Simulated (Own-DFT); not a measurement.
Simulation results for Hf16O31 (monoclinic hafnia with two neutral oxygen vacancies, atoms displaced), Hf16O31 (monoclinic hafnia with two neutral oxygen vacancies, strained, atoms displaced)

A calculation, not a measurement: plane-wave PBE and HSE06 DFT by an unreviewed code, no spin, of a simulated cell at Gamma alone, so results move with cell size and shape, stress positive in tension, energies less offsets, not probed for a lower state with spin; hafnium file: forces about 75 meV/angstrom off all-electron values; oxygen file: force components 24 meV/angstrom off all-electron in a glass; k mesh not checked against a denser one; forces and stress are PBE's, HSE06 gives the energy alone, and its difference from PBE has offsets of its own; offsets are fitted by least squares, one for each functional and potential file, so energies compare only between cells with the same atoms and settings and are not formation energies; the far tail of each file's local potential was reset to the Coulomb form; each entry is a single point on an unrelaxed cell, so the pressure reflects the starting lattice, mostly measured values, from which strain is counted, and rises with the displacements; printed positions are rounded, which can move forces by about a meV/angstrom; the program is a retired in-house code; no spin-orbit coupling. Program: Own-DFT development build.

Settings shared by all entries: first functional PBE; second functional HSE06; exact exchange share 0.25; screening 0.11 1/bohr; exchange divergence Gygi-Baldereschi; potential files PseudoDojo norm-conserving, scalar-relativistic, made for PBE, standard set; wave cutoff 48 hartree; occupations fixed; k mesh 1 x 1 x 1 centred on Gamma.

(1) Hf16O31 (monoclinic hafnia with two neutral oxygen vacancies, atoms displaced)

```cif
# cell vector a (Å): 10.2340 0.0000 0.0000
# cell vector b (Å): 0.0000 10.3500 0.0000
# cell vector c (Å): -1.6955 0.0000 10.4453
data_Hf16O31
_symmetry_space_group_name_H-M 'P 1'
_symmetry_Int_Tables_number 1
_cell_length_a 10.2340
_cell_length_b 10.3500
_cell_length_c 10.5820
_cell_angle_alpha 90.000
_cell_angle_beta 99.220
_cell_angle_gamma 90.000
_cell_volume 1106.39
loop_
_atom_site_label
_atom_site_type_symbol
_atom_site_fract_x
_atom_site_fract_y
_atom_site_fract_z
_atom_site_occupancy
Hf1 Hf 0.13527 0.01599 0.10326 1
Hf2 Hf 0.35395 0.26869 0.14660 1
Hf3 Hf 0.36376 0.48568 0.39858 1
Hf4 Hf 0.12585 0.23109 0.35965 1
O1 O 0.45821 0.43196 0.07451 1
O2 O 0.47514 0.34449 0.32305 1
O3 O 0.02634 0.07909 0.41232 1
O4 O 0.21865 0.38210 0.23779 1
O5 O 0.26333 0.12932 0.02125 1
O6 O 0.21653 0.38890 0.47775 1
Hf5 Hf 0.14211 0.02176 0.60273 1
Hf6 Hf 0.35560 0.27303 0.64597 1
Hf7 Hf 0.36688 0.49328 0.89742 1
Hf8 Hf 0.13490 0.23573 0.85086 1
O7 O 0.03942 0.15914 0.67756 1
O8 O 0.45450 0.39953 0.56737 1
O9 O 0.46284 0.33359 0.82197 1
O10 O 0.03104 0.06591 0.91754 1
O11 O 0.21843 0.37723 0.74224 1
O12 O 0.27410 0.14372 0.51481 1
O13 O 0.27513 0.11242 0.77566 1
O14 O 0.21393 0.37433 0.99295 1
Hf9 Hf 0.13656 0.51526 0.09959 1
Hf10 Hf 0.36214 0.76676 0.13710 1
Hf11 Hf 0.36414 0.97877 0.41117 1
Hf12 Hf 0.13324 0.72597 0.34074 1
O15 O 0.03538 0.66605 0.17070 1
O16 O 0.46491 0.92495 0.06507 1
O17 O 0.46907 0.84705 0.32739 1
O18 O 0.03063 0.58769 0.41612 1
O19 O 0.22404 0.88729 0.23582 1
O20 O 0.27934 0.62809 0.00757 1
O21 O 0.27779 0.62705 0.25519 1
O22 O 0.22951 0.87012 0.48945 1
Hf13 Hf 0.12843 0.51470 0.60987 1
Hf14 Hf 0.37694 0.76519 0.64678 1
Hf15 Hf 0.35735 0.97245 0.90435 1
Hf16 Hf 0.13219 0.72539 0.85841 1
O23 O 0.03426 0.66127 0.68233 1
O24 O 0.47252 0.92123 0.57074 1
O25 O 0.46566 0.83493 0.82078 1
O26 O 0.04812 0.58218 0.92301 1
O27 O 0.22860 0.86745 0.72703 1
O28 O 0.27420 0.62310 0.51018 1
O29 O 0.27341 0.64467 0.76280 1
O30 O 0.22058 0.86850 0.00256 1
Hf17 Hf 0.63378 0.01470 0.10117 1
Hf18 Hf 0.87499 0.26235 0.14457 1
Hf19 Hf 0.86943 0.48346 0.38501 1
Hf20 Hf 0.64856 0.23014 0.36032 1
O31 O 0.54126 0.17629 0.17421 1
O32 O 0.95546 0.39735 0.06674 1
O33 O 0.94942 0.34905 0.32334 1
O34 O 0.54805 0.07448 0.42292 1
O35 O 0.72033 0.37461 0.23340 1
O36 O 0.77516 0.13596 0.99989 1
O37 O 0.78577 0.11484 0.26070 1
O38 O 0.71682 0.37971 0.48550 1
Hf21 Hf 0.62458 0.02144 0.59834 1
Hf22 Hf 0.85145 0.26617 0.65733 1
Hf23 Hf 0.85656 0.49930 0.88225 1
Hf24 Hf 0.63452 0.23842 0.84825 1
O39 O 0.54835 0.17339 0.68425 1
O40 O 0.97006 0.41906 0.57064 1
O41 O 0.97839 0.33840 0.84180 1
O42 O 0.54122 0.07040 0.91998 1
O43 O 0.72036 0.38012 0.73736 1
O44 O 0.77259 0.12941 0.51752 1
O45 O 0.77881 0.12416 0.75211 1
O46 O 0.73961 0.37416 0.99347 1
Hf25 Hf 0.63779 0.51014 0.08993 1
Hf26 Hf 0.87138 0.77900 0.14325 1
Hf27 Hf 0.87185 0.96380 0.40122 1
Hf28 Hf 0.63966 0.74189 0.35959 1
O47 O 0.53840 0.66473 0.18168 1
O48 O 0.97439 0.91838 0.07966 1
O49 O 0.94599 0.82124 0.32064 1
O50 O 0.53668 0.58051 0.42885 1
O51 O 0.72696 0.87181 0.26114 1
O52 O 0.77250 0.62359 0.01287 1
O53 O 0.75592 0.61610 0.25847 1
O54 O 0.73259 0.87246 0.49543 1
Hf29 Hf 0.63750 0.52041 0.61312 1
Hf30 Hf 0.87487 0.75906 0.64246 1
Hf31 Hf 0.86091 0.98387 0.89216 1
Hf32 Hf 0.66502 0.72880 0.84471 1
O55 O 0.53969 0.65654 0.67968 1
O56 O 0.95560 0.91056 0.57186 1
O57 O 0.96130 0.82812 0.82439 1
O58 O 0.52451 0.59761 0.92945 1
O59 O 0.73828 0.86917 0.73591 1
O60 O 0.77062 0.62530 0.50847 1
O61 O 0.76621 0.61861 0.76459 1
O62 O 0.73106 0.87459 0.99258 1
```

```
PBE energy of cell above offsets : -78.329 eV
HSE06 less PBE above offsets     : 1.006 eV
PBE pressure                     : 8.9 GPa
PBE stress xx                    : -10.32 GPa
PBE stress yy                    : -8 GPa
PBE stress zz                    : -8.39 GPa
PBE stress yz                    : 0.26 GPa
PBE stress xz                    : -1.38 GPa
PBE stress xy                    : -0.41 GPa
```

Force:
| element | x (eV/Å) | y (eV/Å) | z (eV/Å) |
| --- | --- | --- | --- |
| Hf | 0.794 | 2.089 | 1.47 |
| Hf | 1.377 | 1.149 | 1.316 |
| Hf | 0.643 | -0.862 | -1.634 |
| Hf | 0.927 | 0.935 | -0.713 |
| O | -1.088 | -1.722 | -0.208 |
| O | -1.152 | -0.799 | -0.126 |
| O | 2.073 | 0.733 | 1.197 |
| O | 0.24 | -0.263 | 0.169 |
| O | 1.078 | 0.084 | -0.471 |
| O | -1.059 | -1.622 | 1.229 |
| Hf | -0.387 | -1.312 | 1.24 |
| Hf | 0.585 | 0.422 | 0.892 |
| Hf | -0.828 | -1.001 | -0.049 |
| Hf | 0.803 | -1.916 | 1.922 |
| O | -1.071 | 0.843 | -0.744 |
| O | 1.807 | 1.335 | 1.196 |
| O | -0.46 | 1.148 | 0.927 |
| O | 1.507 | 1.788 | -0.24 |
| O | 0.514 | 0.503 | -0.513 |
| O | -0.509 | -1.851 | -0.543 |
| O | 0.276 | 0.759 | -1.48 |
| O | 1.224 | -0.21 | -0.568 |
| Hf | 0.261 | -1.413 | 1.228 |
| Hf | 1.731 | -0.219 | 2.889 |
| Hf | -0.263 | 0.412 | -4.77 |
| Hf | 1.533 | 0.404 | 2.342 |
| O | -0.44 | -0.278 | -1.138 |
| O | -0.84 | -2.348 | 2.826 |
| O | -0.945 | -0.321 | -0.373 |
| O | 1.16 | 1.118 | 0.582 |
| O | 0.176 | -0.528 | 1.102 |
| O | -0.717 | 0.168 | 0.342 |
| O | -0.558 | 0.06 | -0.125 |
| O | -0.482 | 0.154 | -0.344 |
| Hf | 2.955 | 0.823 | -1.749 |
| Hf | -3.055 | 0.511 | 0.012 |
| Hf | 0.832 | 0.527 | -3.257 |
| Hf | 2.675 | 2.906 | -0.57 |
| O | 0.365 | -1.112 | -0.336 |
| O | -2.519 | -2.762 | 1.765 |
| O | 1.098 | -0.095 | 0.187 |
| O | -3.181 | -1.609 | -0.148 |
| O | -1.148 | 2.008 | 0.587 |
| O | 0.012 | 1.086 | 0.459 |
| O | 0.701 | -3.016 | 0.201 |
| O | 0.408 | -0.582 | -2.089 |
| Hf | 1.142 | 2.625 | 0.976 |
| Hf | -3.03 | -0.868 | 0.302 |
| Hf | -5.965 | 2.973 | 1.294 |
| Hf | -0.236 | 0.995 | -2.042 |
| O | -0.675 | -1.216 | -0.867 |
| O | 3.772 | 3.582 | 0.175 |
| O | 4.749 | -5.346 | -1.533 |
| O | -1.531 | 0.897 | -0.531 |
| O | 0.398 | -0.549 | -0.297 |
| O | 0.247 | -0.901 | 0.48 |
| O | -0.378 | -0.234 | 0.056 |
| O | 0.899 | -0.771 | 1.289 |
| Hf | 5.284 | 1.344 | 1.44 |
| Hf | 2.34 | -0.238 | -2.967 |
| Hf | 2.703 | -6.155 | 5.577 |
| Hf | 0.129 | -1.841 | 3.465 |
| O | -2.069 | -0.632 | -2.687 |
| O | -2.069 | -1.663 | 0.94 |
| O | -2.894 | 1.05 | -2.193 |
| O | -0.121 | 1.371 | -0.44 |
| O | 0.689 | 0.448 | 1.066 |
| O | 0.923 | 0.923 | -0.122 |
| O | -0.064 | -0.73 | 1.667 |
| O | -1.925 | 0.605 | -2.729 |
| Hf | -0.432 | 0.642 | 4.272 |
| Hf | -3.039 | -1.686 | -0.074 |
| Hf | -3.877 | 2.992 | -1.716 |
| Hf | -0.848 | -3.102 | -0.693 |
| O | -1.828 | 1.128 | -1.398 |
| O | -2.264 | -0.939 | -0.179 |
| O | 3.617 | -1.088 | 0.826 |
| O | -0.44 | 0.897 | 0.995 |
| O | -0.09 | 1.529 | -3.537 |
| O | 2.006 | 1.303 | -1.984 |
| O | 2.229 | 0.081 | -0.086 |
| O | -1.277 | -0.404 | 0.478 |
| Hf | -0.236 | -1.629 | -5.878 |
| Hf | -2.538 | 2.497 | -1.558 |
| Hf | -0.721 | 0.396 | -0.268 |
| Hf | -7.208 | 4.803 | 4.076 |
| O | -0.45 | 0.688 | 0.517 |
| O | 3.309 | 0.244 | 1.956 |
| O | 0.179 | -0.303 | 0.885 |
| O | 1.99 | 0.664 | -1.414 |
| O | -1.368 | 0.494 | 0.242 |
| O | 0.497 | 0.643 | 2.132 |
| O | 3.26 | -0.841 | -3.758 |
| O | 0.161 | -0.803 | -0.047 |

(2) Hf16O31 (monoclinic hafnia with two neutral oxygen vacancies, strained, atoms displaced)

```cif
# cell vector a (Å): 10.2515 0.1651 -0.0428
# cell vector b (Å): 0.1670 10.2210 -0.1091
# cell vector c (Å): -1.7421 -0.1375 10.3791
data_Hf16O31
_symmetry_space_group_name_H-M 'P 1'
_symmetry_Int_Tables_number 1
_cell_length_a 10.2529
_cell_length_b 10.2229
_cell_length_c 10.5252
_cell_angle_alpha 91.506
_cell_angle_beta 99.777
_cell_angle_gamma 88.139
_cell_volume 1086.36
loop_
_atom_site_label
_atom_site_type_symbol
_atom_site_fract_x
_atom_site_fract_y
_atom_site_fract_z
_atom_site_occupancy
Hf1 Hf 0.14276 0.02247 0.10570 1
Hf2 Hf 0.36132 0.26976 0.13775 1
Hf3 Hf 0.35893 0.47503 0.39548 1
Hf4 Hf 0.13943 0.23047 0.35495 1
O1 O 0.03343 0.16283 0.17875 1
O2 O 0.46148 0.41832 0.07507 1
O3 O 0.46386 0.33444 0.33306 1
O4 O 0.22357 0.37555 0.24152 1
O5 O 0.27779 0.13281 0.00920 1
O6 O 0.27327 0.11987 0.25884 1
O7 O 0.22378 0.37338 0.48705 1
Hf5 Hf 0.13802 0.01747 0.60995 1
Hf6 Hf 0.36332 0.27055 0.64359 1
Hf7 Hf 0.36186 0.47852 0.89961 1
Hf8 Hf 0.14318 0.22669 0.85769 1
O8 O 0.03843 0.16675 0.67498 1
O9 O 0.46233 0.41985 0.57892 1
O10 O 0.46416 0.33223 0.82806 1
O11 O 0.03730 0.08580 0.92186 1
O12 O 0.22792 0.38184 0.73816 1
O13 O 0.27648 0.12205 0.75684 1
O14 O 0.22144 0.37296 0.98951 1
Hf9 Hf 0.13807 0.51771 0.10580 1
Hf10 Hf 0.36322 0.77233 0.14437 1
Hf11 Hf 0.36141 0.97796 0.39957 1
Hf12 Hf 0.13381 0.72997 0.35202 1
O15 O 0.03571 0.66325 0.17298 1
O16 O 0.45551 0.91737 0.07454 1
O17 O 0.46736 0.83272 0.32443 1
O18 O 0.03213 0.58903 0.42049 1
O19 O 0.22341 0.87978 0.23940 1
O20 O 0.26948 0.62778 0.01224 1
O21 O 0.27003 0.61871 0.26276 1
O22 O 0.22790 0.87432 0.49054 1
Hf13 Hf 0.13933 0.52181 0.60997 1
Hf14 Hf 0.35967 0.77257 0.64391 1
Hf15 Hf 0.36324 0.98078 0.89453 1
Hf16 Hf 0.14006 0.72790 0.85837 1
O23 O 0.03553 0.66022 0.67163 1
O24 O 0.45783 0.90835 0.57733 1
O25 O 0.46208 0.83220 0.82721 1
O26 O 0.03750 0.59076 0.92624 1
O27 O 0.22879 0.88039 0.74431 1
O28 O 0.27193 0.62521 0.50711 1
O29 O 0.27283 0.62275 0.76208 1
O30 O 0.22689 0.87089 0.99183 1
Hf17 Hf 0.64057 0.01399 0.10761 1
Hf18 Hf 0.86256 0.26967 0.14917 1
Hf19 Hf 0.86017 0.48034 0.39053 1
Hf20 Hf 0.64034 0.22787 0.35459 1
O31 O 0.53591 0.16404 0.16794 1
O32 O 0.96581 0.42060 0.07757 1
O33 O 0.96679 0.33207 0.32288 1
O34 O 0.53820 0.08400 0.42165 1
O35 O 0.72703 0.38233 0.23650 1
O36 O 0.77775 0.13043 0.00992 1
O37 O 0.77265 0.12204 0.25286 1
O38 O 0.72225 0.37087 0.49213 1
Hf21 Hf 0.63855 0.01832 0.60581 1
Hf22 Hf 0.85865 0.27043 0.64561 1
Hf23 Hf 0.85970 0.47890 0.89284 1
Hf24 Hf 0.63735 0.23367 0.84892 1
O39 O 0.53340 0.16502 0.67643 1
O40 O 0.95652 0.40899 0.57884 1
O41 O 0.96525 0.33074 0.82589 1
O42 O 0.54142 0.08010 0.92567 1
O43 O 0.72264 0.37797 0.73606 1
O44 O 0.77819 0.12989 0.51079 1
O45 O 0.78324 0.12463 0.75910 1
O46 O 0.72316 0.37522 0.99262 1
Hf25 Hf 0.63847 0.52190 0.10955 1
Hf26 Hf 0.86020 0.77036 0.14162 1
Hf27 Hf 0.86166 0.98046 0.39896 1
Hf28 Hf 0.64212 0.72699 0.35682 1
O47 O 0.54084 0.66341 0.17860 1
O48 O 0.96037 0.91214 0.07430 1
O49 O 0.96318 0.83190 0.32706 1
O50 O 0.52865 0.59063 0.42387 1
O51 O 0.72895 0.88325 0.23867 1
O52 O 0.77058 0.63193 0.00883 1
O53 O 0.77054 0.62025 0.25998 1
O54 O 0.72381 0.87158 0.48884 1
Hf29 Hf 0.64329 0.52133 0.60286 1
Hf30 Hf 0.85957 0.77069 0.64285 1
Hf31 Hf 0.86351 0.97931 0.89486 1
Hf32 Hf 0.63294 0.72996 0.85293 1
O55 O 0.53677 0.66275 0.67304 1
O56 O 0.96522 0.91629 0.57806 1
O57 O 0.96640 0.82873 0.82966 1
O58 O 0.53856 0.58465 0.91647 1
O59 O 0.72415 0.87865 0.74279 1
O60 O 0.77120 0.62801 0.50515 1
O61 O 0.77420 0.62102 0.75841 1
O62 O 0.72286 0.86948 0.98531 1
```

```
PBE energy of cell above offsets : -89.391 eV
HSE06 less PBE above offsets     : 0.033 eV
PBE pressure                     : 8.9 GPa
PBE stress xx                    : -7.11 GPa
PBE stress yy                    : -10.87 GPa
PBE stress zz                    : -8.7 GPa
PBE stress yz                    : -2.81 GPa
PBE stress xz                    : -0.84 GPa
PBE stress xy                    : 5.97 GPa
```

Force:
| element | x (eV/Å) | y (eV/Å) | z (eV/Å) |
| --- | --- | --- | --- |
| Hf | -1.065 | -0.812 | -0.263 |
| Hf | 0.469 | 0.705 | 2.021 |
| Hf | -0.034 | 1.731 | 0.574 |
| Hf | 0.007 | -0.492 | 0.528 |
| O | 0.116 | -0.404 | -0.374 |
| O | 0.323 | -0.19 | 0.72 |
| O | 1.335 | -1.42 | -1.224 |
| O | 0.112 | -0.265 | -0.581 |
| O | -0.251 | -0.741 | 0.02 |
| O | 0.839 | 0.149 | 0.349 |
| O | -0.096 | -1.103 | 0.232 |
| Hf | -0.048 | 1.034 | -1.062 |
| Hf | -0.847 | 0.848 | -0.598 |
| Hf | 0.319 | 1.128 | -0.897 |
| Hf | -1.23 | 0.491 | -1.339 |
| O | -0.218 | -0.148 | -0.327 |
| O | 0.336 | -0.516 | 0.406 |
| O | -0.055 | -0.095 | 0.096 |
| O | 0.038 | -0.371 | 0.401 |
| O | -0.38 | -0.471 | 0.612 |
| O | 0.697 | 0.023 | 0.161 |
| O | 0.457 | -0.324 | -0.301 |
| Hf | -0.123 | 0.383 | -0.03 |
| Hf | -0.435 | -0.556 | 0.514 |
| Hf | -0.416 | 0.304 | -0.656 |
| Hf | 0.93 | -0.547 | 0.683 |
| O | -1.07 | 0.846 | 0.029 |
| O | 1.345 | 0.129 | 0.747 |
| O | -0.313 | 0.729 | 0.218 |
| O | -0.906 | -1.006 | 0.301 |
| O | 0.04 | -0.234 | 0.088 |
| O | 1.09 | 0.079 | 0.312 |
| O | 0.878 | 0.067 | -0.554 |
| O | -0.427 | -0.271 | -0.165 |
| Hf | 0.285 | -1.042 | -1.774 |
| Hf | -0.265 | -1.922 | 0.032 |
| Hf | 0.507 | 0.182 | 0.283 |
| Hf | -0.112 | 0.078 | 0.053 |
| O | -1.558 | 1.509 | 0.399 |
| O | 2.243 | 1.795 | -0.054 |
| O | 0.179 | 0.088 | -0.101 |
| O | -1.209 | -1.068 | -0.458 |
| O | -0.707 | -0.274 | -0.24 |
| O | -0.354 | 0.781 | 1.15 |
| O | 0.702 | -0.217 | -0.003 |
| O | -0.342 | 0.346 | -0.387 |
| Hf | -0.221 | 1.104 | -1.956 |
| Hf | 0.025 | 0.206 | -2.127 |
| Hf | 1.055 | -0.168 | 1.574 |
| Hf | -0.982 | 0.27 | -0.072 |
| O | -0.688 | 0.766 | 0.633 |
| O | -0.604 | -0.791 | 0.009 |
| O | -0.352 | 0.419 | 1.073 |
| O | -0.388 | -0.399 | 0.442 |
| O | -0.683 | -0.579 | 1.132 |
| O | -0.076 | -0.307 | -0.09 |
| O | 0.681 | -0.037 | 1.293 |
| O | -0.03 | -0.151 | -1.322 |
| Hf | -0.203 | 0.2 | -0.322 |
| Hf | 1.275 | -0.328 | -0.128 |
| Hf | 0.707 | 0.3 | 1.208 |
| Hf | 0.475 | -0.914 | 2.227 |
| O | 0.488 | -0.76 | -0.738 |
| O | 1.491 | 1.651 | -0.722 |
| O | -0.054 | 0.632 | 0.621 |
| O | -0.49 | 0.258 | -0.927 |
| O | -0.531 | 0.073 | 0.85 |
| O | -0.533 | -0.723 | -0.369 |
| O | -0.752 | -0.73 | -0.227 |
| O | 0.389 | -0.324 | -0.928 |
| Hf | 0.565 | -0.554 | -2.297 |
| Hf | 0.692 | -0.016 | -0.204 |
| Hf | 0.631 | 0.068 | -0.378 |
| Hf | -1.567 | -0.045 | -0.004 |
| O | -1.665 | 1.09 | -0.663 |
| O | 0.987 | 0.63 | 0.338 |
| O | -0.516 | 0.774 | 0.108 |
| O | 0.568 | -0.181 | -0.06 |
| O | -0.593 | -1.018 | 0.603 |
| O | 0.293 | -0.553 | 0.436 |
| O | 1.315 | 0.163 | -0.076 |
| O | 0.209 | 0.333 | 0.403 |
| Hf | -1.608 | -0.054 | -0.57 |
| Hf | 0.787 | -0.226 | 0.821 |
| Hf | -0.161 | 0.328 | 0.707 |
| Hf | 0.716 | -0.611 | 0.21 |
| O | -0.821 | 0.84 | -0.161 |
| O | -0.204 | -0.175 | -0.03 |
| O | -0.463 | 0.486 | -0.81 |
| O | -1.347 | -0.913 | 0.838 |
| O | -0.039 | 0.379 | -0.834 |
| O | 0.637 | 0.069 | 0.739 |
| O | 0.803 | 0.006 | -0.256 |
| O | -0.003 | 0.582 | 0.461 |
